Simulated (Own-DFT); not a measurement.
# Computed records: Si$_{4}$SnGe$_{11}$ (diamond-structure random alloy, atoms displaced)

All values are calculated (Own-DFT development build). A calculation, not a measurement: plane-wave density functional theory by an unreviewed code, no spin, of a simulated periodic cell, stress positive in tension, run twice, with PBE and with PBEsol, both on files made for PBE, so the change isn't that of files made for PBEsol, forces on such cells moved up to 12 meV/angstrom on a denser k mesh; the far tail of each file's local potential was reset to the Coulomb form; each entry is a single point on an unrelaxed cell, so the pressure reflects the starting lattice, mostly measured values (interpolated for alloys), from which strain is counted, and rises with the displacements; printed positions are rounded, which can move forces by about a meV/angstrom; the program, named Own-DFT, is a retired in-house code; no spin-orbit coupling; stress was not checked against mesh or cutoff.

Si$_{4}$SnGe$_{11}$ (diamond-structure random alloy, atoms displaced)

```cif
# cell vector a (Å): 11.3064 0.0000 0.0000
# cell vector b (Å): 0.0000 11.3064 0.0000
# cell vector c (Å): 0.0000 0.0000 11.3064
data_Si4SnGe11
_symmetry_space_group_name_H-M 'P 1'
_symmetry_Int_Tables_number 1
_cell_length_a 11.3064
_cell_length_b 11.3064
_cell_length_c 11.3064
_cell_angle_alpha 90.000
_cell_angle_beta 90.000
_cell_angle_gamma 90.000
_cell_volume 1445.35
loop_
_atom_site_label
_atom_site_type_symbol
_atom_site_fract_x
_atom_site_fract_y
_atom_site_fract_z
_atom_site_occupancy
Ge1 Ge 0.00658 0.99276 0.99491 1
Si1 Si 0.00325 0.24418 0.24408 1
Ge2 Ge 0.24353 0.00422 0.25490 1
Ge3 Ge 0.25469 0.24497 0.00666 1
Ge4 Ge 0.12530 0.11134 0.12787 1
Ge5 Ge 0.13132 0.37239 0.36823 1
Ge6 Ge 0.37509 0.13183 0.37912 1
Ge7 Ge 0.36636 0.37681 0.11743 1
Si2 Si 0.97811 0.98833 0.49993 1
Ge8 Ge 0.02075 0.24912 0.75133 1
Si3 Si 0.25557 0.00121 0.75365 1
Si4 Si 0.26248 0.23769 0.48991 1
Sn1 Sn 0.11449 0.12172 0.61838 1
Ge9 Ge 0.11069 0.37151 0.86682 1
Si5 Si 0.35890 0.12760 0.88487 1
Ge10 Ge 0.36659 0.37472 0.62600 1
Si6 Si 0.00655 0.50252 0.00561 1
Si7 Si 0.00244 0.73797 0.23678 1
Ge11 Ge 0.25244 0.49637 0.25039 1
Ge12 Ge 0.25935 0.75115 0.00432 1
Ge13 Ge 0.12147 0.63434 0.13951 1
Si8 Si 0.11659 0.88476 0.37546 1
Ge14 Ge 0.36267 0.61543 0.35895 1
Ge15 Ge 0.37388 0.87421 0.10755 1
Ge16 Ge 0.99678 0.50307 0.50861 1
Ge17 Ge 0.00034 0.75535 0.75329 1
Ge18 Ge 0.24265 0.50896 0.75794 1
Si9 Si 0.25250 0.75004 0.49430 1
Ge19 Ge 0.13534 0.61094 0.62464 1
Si10 Si 0.12865 0.86737 0.87024 1
Ge20 Ge 0.36585 0.62511 0.87046 1
Si11 Si 0.37219 0.86599 0.61478 1
Ge21 Ge 0.50229 0.98910 0.99587 1
Ge22 Ge 0.50318 0.25147 0.25637 1
Ge23 Ge 0.75078 0.00230 0.25040 1
Ge24 Ge 0.75180 0.24877 0.00896 1
Ge25 Ge 0.61879 0.12784 0.12940 1
Ge26 Ge 0.62760 0.36786 0.37493 1
Ge27 Ge 0.86694 0.12397 0.36789 1
Ge28 Ge 0.88617 0.37729 0.12669 1
Sn2 Sn 0.49573 0.00067 0.50080 1
Sn3 Sn 0.49659 0.25243 0.75665 1
Ge29 Ge 0.75176 0.97968 0.75971 1
Si12 Si 0.74367 0.24613 0.49278 1
Ge30 Ge 0.62407 0.12693 0.62514 1
Ge31 Ge 0.62681 0.38193 0.86677 1
Ge32 Ge 0.87896 0.12366 0.88463 1
Si13 Si 0.87881 0.37259 0.61282 1
Ge33 Ge 0.50400 0.50297 0.99871 1
Ge34 Ge 0.49966 0.75017 0.25061 1
Ge35 Ge 0.75260 0.49353 0.25485 1
Si14 Si 0.74265 0.74414 0.99293 1
Ge36 Ge 0.62214 0.62190 0.11914 1
Sn4 Sn 0.61187 0.86625 0.37366 1
Si15 Si 0.88416 0.64454 0.37709 1
Ge37 Ge 0.88418 0.88966 0.13874 1
Ge38 Ge 0.49329 0.49462 0.49235 1
Ge39 Ge 0.50486 0.74036 0.73824 1
Ge40 Ge 0.75470 0.49833 0.75057 1
Ge41 Ge 0.75532 0.74811 0.50158 1
Ge42 Ge 0.62730 0.60878 0.62943 1
Ge43 Ge 0.62877 0.87420 0.87753 1
Ge44 Ge 0.86919 0.63461 0.88047 1
Si16 Si 0.87527 0.86279 0.63438 1
```

Settings of this run: functional PBE, then PBEsol, potential files PseudoDojo norm-conserving, scalar-relativistic, standard set, wave cutoff 49 hartree, occupations Fermi-Dirac, smearing width 0.1 eV and k mesh 3 x 3 x 3 centred on Gamma.

Results for Si$_{4}$SnGe$_{11}$ (diamond-structure random alloy, atoms displaced): PBE pressure 5.15 GPa; PBE stress xx -5.14 GPa; PBE stress yy -5.16 GPa; PBE stress zz -5.13 GPa; PBE stress yz -2.14 GPa; PBE stress xz 0.22 GPa; PBE stress xy -0.41 GPa; PBEsol pressure 2.47 GPa; PBEsol stress xx -2.45 GPa; PBEsol stress yy -2.48 GPa; PBEsol stress zz -2.46 GPa; PBEsol stress yz -2.06 GPa; PBEsol stress xz 0.23 GPa; PBEsol stress xy -0.37 GPa; rms change of force components from PBE to PBEsol 0.06 eV/Å.

Force:
```
force element  PBE force x (eV/Å)  PBE force y (eV/Å)  PBE force z (eV/Å)  PBEsol force x (eV/Å)  PBEsol force y (eV/Å)  PBEsol force z (eV/Å)
           Ge               0.276              -0.273              -0.041                   0.23                 -0.219                  0.017
           Si               0.146               0.059               0.486                  0.141                  0.055                  0.469
           Ge               1.345              -0.969               0.282                  1.315                 -0.887                  0.227
           Ge              -2.401               0.295              -0.135                 -2.348                  0.328                  -0.07
           Ge              -0.593               1.519               -0.72                 -0.539                  1.438                 -0.721
           Ge              -0.821              -0.926               1.129                 -0.769                  -0.84                  1.075
           Ge                0.42              -0.865               -2.69                  0.474                 -0.887                 -2.666
           Ge               1.883               0.253               0.679                  1.809                  0.243                  0.661
           Si               0.031              -0.067              -0.501                  0.013                  0.009                 -0.505
           Ge              -4.939              -0.059              -0.437                 -4.751                 -0.061                 -0.394
           Si              -0.236              -1.383              -0.088                 -0.254                 -1.336                 -0.129
           Si              -2.335               2.906               1.625                 -2.282                  2.857                  1.595
           Sn               2.034               -1.97              -1.758                  1.948                 -1.862                 -1.653
           Ge               2.575               2.425               3.142                   2.52                  2.315                  2.989
           Si               1.646              -1.878              -0.743                  1.639                 -1.787                 -0.673
           Ge              -0.802               0.537              -0.957                 -0.736                  0.549                 -0.908
           Si              -0.498               0.515               -0.52                 -0.486                  0.499                 -0.507
           Si              -2.254               3.841               3.271                 -2.184                  3.783                  3.123
           Ge              -1.826              -0.881              -1.717                  -1.76                 -0.848                 -1.648
           Ge              -2.598              -1.113              -1.286                 -2.472                 -1.088                 -1.221
           Ge               2.871              -2.733              -3.083                  2.888                   -2.7                 -3.028
           Si              -0.087              -1.733               0.165                 -0.055                 -1.664                  0.115
           Ge               2.098               2.299                2.24                  2.056                  2.189                  2.136
           Ge               0.687               0.877               3.241                   0.68                   0.83                  3.117
           Ge               0.347                0.06              -1.914                  0.416                  0.081                 -1.842
           Ge               0.827              -1.486              -0.306                  0.783                 -1.505                 -0.276
           Ge               0.362              -2.494               0.045                  0.348                 -2.408                  0.024
           Si              -1.138              -0.207              -0.399                 -1.124                 -0.288                 -0.416
           Ge              -1.147               2.695              -0.892                 -1.136                   2.56                  -0.83
           Si                 0.9               0.915               0.462                   0.84                   0.86                  0.487
           Ge               1.935               0.452               0.729                  1.869                  0.432                  0.709
           Si              -0.682              -0.332               2.033                 -0.595                 -0.313                  2.011
           Ge              -0.375               2.329              -0.196                 -0.349                   2.21                 -0.161
           Ge              -1.251                0.24              -1.027                 -1.198                  0.217                 -0.977
           Ge              -1.121              -0.014              -0.421                 -1.057                      0                  -0.41
           Ge              -0.221               0.743              -0.651                 -0.201                   0.71                 -0.627
           Ge               0.275              -0.834              -0.634                  0.283                 -0.804                 -0.601
           Ge              -0.129               0.879               0.415                  -0.18                  0.881                  0.352
           Ge               1.056               0.751               0.986                  0.977                  0.681                  0.912
           Ge              -0.326              -0.258               0.104                 -0.393                 -0.258                  0.108
           Sn              -0.954               1.037               1.561                 -0.887                  1.058                  1.468
           Sn              -0.898              -1.012              -0.038                 -0.827                 -0.934                 -0.081
           Ge               1.142               2.487              -1.442                  1.066                  2.413                 -1.343
           Si               1.105               0.021               1.071                   1.04                 -0.016                  1.009
           Ge               2.013              -0.425                0.66                  1.897                 -0.433                  0.651
           Ge               1.158               0.119               2.272                  1.111                  0.134                  2.198
           Ge              -0.141               0.015              -1.012                 -0.128                 -0.001                 -0.955
           Si              -0.839              -0.967               1.264                 -0.784                 -0.906                  1.268
           Ge              -1.157              -0.567              -0.835                 -1.115                 -0.547                 -0.809
           Ge               -2.64              -2.586              -3.221                 -2.564                 -2.523                 -3.133
           Ge               0.666               1.361              -0.082                  0.619                  1.276                 -0.107
           Si               0.343                1.21               1.922                  0.327                   1.18                  1.866
           Ge               0.844               0.482               1.101                  0.765                  0.435                  1.082
           Sn               3.828               0.446                0.19                  3.722                  0.438                  0.179
           Si              -0.158              -2.004              -0.352                 -0.203                 -1.993                 -0.281
           Ge              -0.241              -2.051              -1.626                 -0.244                 -1.917                 -1.584
           Ge               0.082               0.156               0.331                  0.084                  0.133                  0.327
           Ge              -0.864               1.074               0.694                 -0.805                  0.998                  0.693
           Ge               1.466              -0.462              -0.379                  1.358                 -0.413                 -0.342
           Ge              -0.128              -0.586               1.078                 -0.185                 -0.567                  1.052
           Ge              -0.062               0.462              -1.689                 -0.068                   0.46                 -1.613
           Ge              -1.221              -1.865              -0.131                 -1.203                 -1.754                 -0.158
           Ge               1.245              -1.254              -0.297                  1.217                 -1.226                 -0.366
           Si              -0.523               0.798              -0.958                 -0.556                  0.734                 -0.886
```
